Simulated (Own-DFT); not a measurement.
# Response to strain: 2H SiC, 72 atoms (C36Si36)

These are calculations, not measurements. They come from Own-DFT, an in-house plane-wave density functional program, since retired, whose code no person has reviewed. Each row is one single-point run on a periodic cell that was not relaxed, without spin or spin-orbit coupling.

Settings of every run: PBE; PseudoDojo norm-conserving scalar-relativistic files; cutoff 42 hartree; 4 x 4 x 3 k mesh centred on Gamma; Fermi-Dirac smearing of 0.1 eV.

Known limits: forces on such cells passed a denser k mesh, each cell not checked; stress not checked against mesh or cutoff.

Unstrained cell vectors in Å: (9.248, 0.000, 0.000); (-4.624, 8.009, 0.000); (0.000, 0.000, 10.068). The unstrained cell has measured lattice constants (interpolated for alloys), not those of this functional. That, the random moves and any unrelaxed bonds set the pressure at no strain. Each run strains this cell uniformly, with the atoms carried along. Every atom was also moved at random, by a Gaussian of width 0.05 Å on each axis. Strain is the symmetric tensor, in per cent. Stress is positive in tension, and the pressure is minus a third of its trace.

| run | e_xx (%) | e_yy (%) | e_zz (%) | e_yz (%) | e_xz (%) | e_xy (%) | s_xx (GPa) | s_yy (GPa) | s_zz (GPa) | s_yz (GPa) | s_xz (GPa) | s_xy (GPa) | P (GPa) | E (meV/atom) |
|---|---|---|---|---|---|---|---|---|---|---|---|---|---|---|
| 1 | -0.84 | -0.56 | 0.60 | 0.41 | -0.35 | -1.05 | -10.67 | -10.80 | -3.09 | -0.20 | -1.53 | -5.50 | 8.19 | 31.9 |
| 2 | 1.45 | -0.02 | 1.48 | -1.13 | 0.85 | -1.30 | 3.91 | -2.12 | 1.12 | -3.86 | 2.22 | -5.75 | -0.97 | 5.6 |
| 3 | 0.99 | 1.77 | -1.92 | 1.09 | 0.22 | 0.73 | 2.37 | 2.98 | -16.10 | 4.43 | 1.08 | 3.82 | 3.58 | 13.4 |
| 4 | -0.79 | 1.15 | 0.84 | 1.75 | -1.35 | 0.49 | -6.41 | 1.15 | -3.60 | 6.17 | -3.51 | 2.06 | 2.95 | 17.6 |
| 5 | -0.26 | -0.46 | -1.28 | 1.24 | 1.22 | -1.36 | -7.62 | -7.96 | -17.84 | 5.13 | 5.56 | -6.99 | 11.14 | 51.2 |
| 6 | 1.33 | -1.50 | 0.74 | 1.74 | -1.72 | -0.34 | 2.15 | -10.85 | -4.39 | 5.99 | -5.54 | -1.53 | 4.36 | 14.0 |
| 7 | 1.41 | 1.13 | -0.56 | 1.89 | 0.24 | -0.88 | 2.52 | 3.01 | -10.09 | 5.83 | -0.34 | -3.33 | 1.52 | 15.4 |
| 8 | -0.95 | -1.39 | 1.09 | 0.99 | 0.34 | -0.70 | -10.67 | -11.39 | -2.00 | 3.79 | 0.28 | -2.38 | 8.02 | 3.8 |
| 9 | -1.94 | 1.73 | -1.73 | -0.94 | 0.88 | 1.76 | -17.21 | 3.43 | -19.29 | -3.25 | 3.88 | 7.83 | 11.02 | 48.5 |
| 10 | -0.66 | 0.70 | -0.80 | 0.47 | -1.83 | -0.78 | -8.49 | -0.92 | -11.06 | 1.47 | -6.06 | -3.16 | 6.82 | 1.3 |
| 11 | -2.00 | 1.06 | -0.73 | -1.82 | -1.86 | 0.38 | -14.24 | -0.11 | -14.19 | -5.49 | -6.83 | 1.60 | 9.51 | 23.5 |
| 12 | 1.79 | 1.33 | -1.34 | 1.75 | 1.41 | 1.63 | 3.92 | 4.46 | -14.36 | 5.22 | 4.69 | 7.55 | 1.99 | 22.8 |
| 13 | -0.47 | 1.11 | -1.70 | -0.63 | -0.93 | 1.13 | -8.22 | 1.00 | -18.20 | -2.61 | -4.10 | 5.05 | 8.47 | 26.2 |
| 14 | 1.76 | 0.44 | 0.50 | 1.42 | -0.64 | -1.28 | 3.77 | -0.27 | -1.73 | 3.04 | -2.60 | -6.99 | -0.59 | 0.0 |
| 15 | -0.16 | -1.29 | 1.66 | -1.19 | 0.68 | 0.72 | -5.91 | -11.23 | 1.45 | -3.90 | 2.70 | 4.54 | 5.23 | 18.6 |
| 16 | 0.64 | -1.23 | -1.27 | 1.60 | 1.83 | 0.73 | -3.54 | -10.55 | -16.41 | 6.32 | 6.58 | 2.91 | 10.17 | 34.6 |
| 17 | 0.77 | -0.79 | -1.08 | -0.55 | -0.81 | 0.22 | ? | ? | ? | ? | ? | ? | ? | ? |

E is the free energy for each atom above the lowest run shown.

## Worked fit

Each stress component was fitted by least squares to a constant and the strains of the runs shown, as fractions, with shears doubled. Shear strains stay in the fit of a normal stress only where such slopes are resolved. The slopes, in GPa:

| stress | at no strain | per e_xx | per e_yy | per e_zz | scatter |
|---|---|---|---|---|---|
| s_xx | -5.1 | 538 ± 23 | 87 ± 31 | 75 ± 30 | 1.14 |
| s_yy | -4.4 | 84 ± 25 | 538 ± 33 | 35 ± 31 | 1.20 |
| s_zz | -7.9 | 74 ± 27 | 72 ± 36 | 621 ± 34 | 1.33 |

Each shear stress against twice its own strain: yz 169 ± 11, xz 176 ± 11, xy 239 ± 11 GPa. These are stiffnesses along x, y and z of the frame in which the cell vectors are given, which need not be the crystal's axes. The atoms are held to the strained lattice; where symmetry lets them move under strain, relaxing them would lower some slopes. The table should be nearly symmetric about its diagonal, and what it lacks of that shows the noise. A ninth of its sum, 236 ± 7 GPa, estimates the bulk modulus near the mean pressure of these runs, 5.7 GPa, so it lies above the value at zero pressure.

## Withheld run

Question: what normal stresses and pressure should run 17 give?

The fit gives s_xx = -2.4, s_yy = -8.4, s_zz = -14.6 and P = 8.5 GPa. The calculation gave -0.81, -8.09, -15.43 and P = 8.11 GPa.
